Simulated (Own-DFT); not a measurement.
# Point defects and the pressure they add: hexagonal WC

No measurement is shown. These are fixed-geometry runs of a retired plane-wave code named Own-DFT, which no person has reviewed; spin and spin-orbit coupling are neglected.

Method: PBE; PseudoDojo norm-conserving scalar-relativistic files; cutoff 50 hartree; 4 x 4 x 4 k mesh centred on Gamma; cold (Marzari-Vanderbilt) smearing of 0.2 eV.

Caveats: forces on such cells moved up to 12 meV/angstrom on a denser k mesh; stress not checked against mesh or cutoff.

All runs share one cell, with vectors in Å (5.833, -5.052, -2.839); (0.000, -5.052, 8.518); (-5.833, -5.052, -2.839) and a volume of 669.4 Å³. Atoms were moved at random from their sites; u is the rms move along one axis. The defect's site can differ from row to row.

| cell | formula | u (Å) | P (GPa) |
|---|---|---|---|
| no defect | C32W32 | 0.0207 | 3.41 |
| no defect | C32W32 | 0.0210 | 3.36 |
| no defect | C32W32 | 0.0500 | 6.30 |
| one C vacancy | C31W32 | 0.0306 | 3.31 |
| one C vacancy | C31W32 | 0.0319 | 3.46 |
| one C vacancy | C31W32 | 0.0521 | 6.22 |
| one C vacancy | C31W32 | 0.0555 | ? |
| one W vacancy | C32W31 | 0.0305 | 1.94 |
| one W vacancy | C32W31 | 0.0310 | 2.14 |
| one W vacancy | C32W31 | 0.0462 | 3.82 |
| one W on a C site | C31W33 | 0.0288 | 16.42 |
| one W on a C site | C31W33 | 0.0318 | 16.77 |
| one W on a C site | C31W33 | 0.0319 | 16.49 |
| one C on a W site | C33W31 | 0.0277 | 2.55 |
| one C on a W site | C33W31 | 0.0309 | 2.39 |
| one C on a W site | C33W31 | 0.0520 | 5.07 |

## Analysis

P = P0 + c u² + a shift for each defect gives P0 = 2.71 GPa, c = 1471 ± 55 GPa/Å² and a scatter of 0.16 GPa. The shifts, and each times the cell's volume:

- one W on a C site: 12.45 ± 0.13 GPa, 52.0 eV
- one C vacancy: -0.66 ± 0.13 GPa, -2.8 eV
- one C on a W site: -1.54 ± 0.13 GPa, -6.4 eV
- one W vacancy: -2.05 ± 0.13 GPa, -8.6 eV

Against the defect-free cell, a freed cell would be larger where the shift is positive and smaller where it is negative (160.2 GPa Å³ is 1 eV). The atoms around the defects weren't relaxed, which would change these numbers.

## Prediction

Question: what pressure belongs in the blank (one C vacancy, u = 0.0555 Å)?

The fitted form gives 6.57 ± 0.20 GPa. DFT gave 6.67 GPa.
